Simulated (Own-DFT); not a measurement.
# Computed records: GaP (zincblende, strained, atoms displaced)

Computed with Own-DFT development build. A calculation, not a measurement: plane-wave PBE density functional theory by an unreviewed code, no spin, of a simulated periodic cell, stress positive in tension, free energy of the whole cell less one offset for each atom, forces on such cells passed a denser k mesh, this cell's mesh not checked; offsets are fitted by least squares, one for each functional and potential file, so energies compare only between cells with the same atoms and settings and are not formation energies; the far tail of each file's local potential was reset to the Coulomb form; each entry is a single point on an unrelaxed cell, so the pressure reflects the starting lattice, mostly measured values (interpolated for alloys), from which strain is counted, and rises with the displacements; printed positions are rounded, which can move forces by about a meV/angstrom; the program, named Own-DFT, is a retired in-house code; no spin-orbit coupling.

Entry: GaP (zincblende, strained, atoms displaced)

```
GaP
1.0
     11.1074    -0.0303    -0.0310
     -0.0303    10.8234    -0.1447
     -0.0310    -0.1447    10.9953
Ga P Ga P Ga P Ga P Ga P Ga P Ga P Ga P
4 4 4 4 4 4 4 4 4 4 4 4 4 4 4 4
Direct
  0.99804 0.00974 0.99457
  0.00169 0.25365 0.25106
  0.24359 0.00063 0.25687
  0.25226 0.25369 0.99880
  0.12854 0.12686 0.11532
  0.12543 0.37048 0.36748
  0.37046 0.12634 0.38048
  0.37675 0.37237 0.12620
  0.00873 0.00036 0.49881
  0.99920 0.25205 0.74942
  0.24718 0.99749 0.75702
  0.25729 0.25026 0.49900
  0.12936 0.12354 0.62493
  0.12015 0.37506 0.87859
  0.38286 0.12763 0.87480
  0.38094 0.37851 0.63149
  0.99306 0.49515 0.99479
  0.00435 0.75493 0.24992
  0.24714 0.49795 0.25312
  0.24775 0.75156 0.99496
  0.12143 0.62658 0.12499
  0.12431 0.87130 0.37881
  0.36677 0.61965 0.37361
  0.36887 0.87624 0.12902
  0.00666 0.50420 0.49926
  0.00135 0.74290 0.74941
  0.25446 0.50367 0.75475
  0.26098 0.75700 0.50407
  0.12051 0.60958 0.62416
  0.12144 0.87900 0.88190
  0.36805 0.62294 0.87261
  0.38280 0.87489 0.62763
  0.50107 0.00459 0.99186
  0.51084 0.24752 0.24314
  0.74791 0.99819 0.25339
  0.74258 0.24764 0.99643
  0.62272 0.11907 0.12556
  0.63175 0.37264 0.37628
  0.87287 0.12487 0.37777
  0.88066 0.37651 0.12024
  0.49633 0.99667 0.50858
  0.50563 0.25480 0.75123
  0.74900 0.99818 0.75281
  0.75802 0.25081 0.49284
  0.62574 0.12581 0.61816
  0.63127 0.38300 0.87817
  0.87022 0.12589 0.86359
  0.87701 0.37396 0.61799
  0.50332 0.50240 0.99680
  0.50024 0.74624 0.25466
  0.75187 0.49997 0.24876
  0.75399 0.75073 0.00239
  0.62532 0.62367 0.13045
  0.62430 0.87696 0.37689
  0.87060 0.62163 0.36892
  0.87629 0.87773 0.12136
  0.49763 0.49938 0.49651
  0.49076 0.75575 0.74540
  0.75178 0.49465 0.74751
  0.75334 0.74461 0.50185
  0.62088 0.62211 0.62566
  0.62423 0.87501 0.86161
  0.87996 0.62190 0.87810
  0.88329 0.88699 0.62339
```

Settings of this run: functional PBE, potential files PseudoDojo norm-conserving, scalar-relativistic, standard set, wave cutoff 42 hartree, occupations Fermi-Dirac, smearing width 0.1 eV, hardware one NVIDIA H100 and k mesh 3 x 3 x 3 centred on Gamma.

The calculation gives: free energy of cell above offsets -33.338 eV; pressure 1.6 GPa; stress xx -0.67 GPa; stress yy -2.59 GPa; stress zz -1.52 GPa; stress yz -2.58 GPa; stress xz -0.87 GPa; stress xy -0.76 GPa; wall time 569.9 s.

Force:
```tsv
element	x (eV/Å)	y (eV/Å)	z (eV/Å)
Ga	-0.65	-0.12	0.198
Ga	-0.661	-0.997	-0.956
Ga	0.044	0.152	-0.602
Ga	-0.022	-0.207	-0.251
P	-0.221	0.058	1.203
P	0.553	0.544	1.508
P	1.343	-0.564	-0.848
P	0.426	0.601	-0.015
Ga	-0.63	0.413	-0.042
Ga	0.044	-0.182	-0.551
Ga	0.267	0.277	-0.267
Ga	-0.816	0.633	0.75
P	0.282	0.539	0.283
P	1.002	-0.048	-0.525
P	-0.772	0.388	-0.445
P	-0.384	-0.14	-0.483
Ga	0.787	0.581	0.739
Ga	-0.913	-0.595	-0.282
Ga	-0.412	-0.125	-1.14
Ga	-0.197	-0.025	0.938
P	0.401	-0.461	-0.386
P	0.661	0.193	0.123
P	1.092	0.649	0.509
P	0.859	-0.075	-0.375
Ga	-1.525	-1.311	-1.637
Ga	-0.089	0.671	-0.171
Ga	-1.35	-1.367	-0.832
Ga	-1.228	-1.094	-0.227
P	1.914	2.274	1.015
P	0.178	-0.661	-0.929
P	1.471	1.21	0.801
P	-1.543	0.808	0.191
Ga	-0.225	-1.088	0.629
Ga	-1.142	0.329	0.965
Ga	0.151	-0.099	-0.318
Ga	0.733	-0.027	0.49
P	0.937	-0.079	-0.532
P	-0.46	0.31	-0.439
P	1.265	-0.462	-0.875
P	-1.045	-0.727	0.512
Ga	0.378	0.718	-1.213
Ga	0.222	-0.302	-0.188
Ga	-0.258	0.155	-1.48
Ga	-1.001	-0.102	0.744
P	0.503	0.344	0.729
P	-0.372	-0.652	-0.354
P	0.38	0.53	1.187
P	0.428	0.313	0.467
Ga	-0.675	0.06	0.551
Ga	-0.571	0.378	-0.249
Ga	-0.303	-0.778	-0.478
Ga	-0.728	-0.269	-0.443
P	0.139	0.355	-0.625
P	-0.027	-0.459	0.448
P	1.309	0.756	0.732
P	0.335	0.536	0.506
Ga	0.082	-0.166	0.005
Ga	0.92	-1.638	0.693
Ga	0.191	0.64	-0.22
Ga	-0.155	0.64	0.174
P	0.393	0.329	0.116
P	0.059	-0.444	1.587
P	-0.868	0.409	-0.718
P	-0.508	-1.528	0.305
```
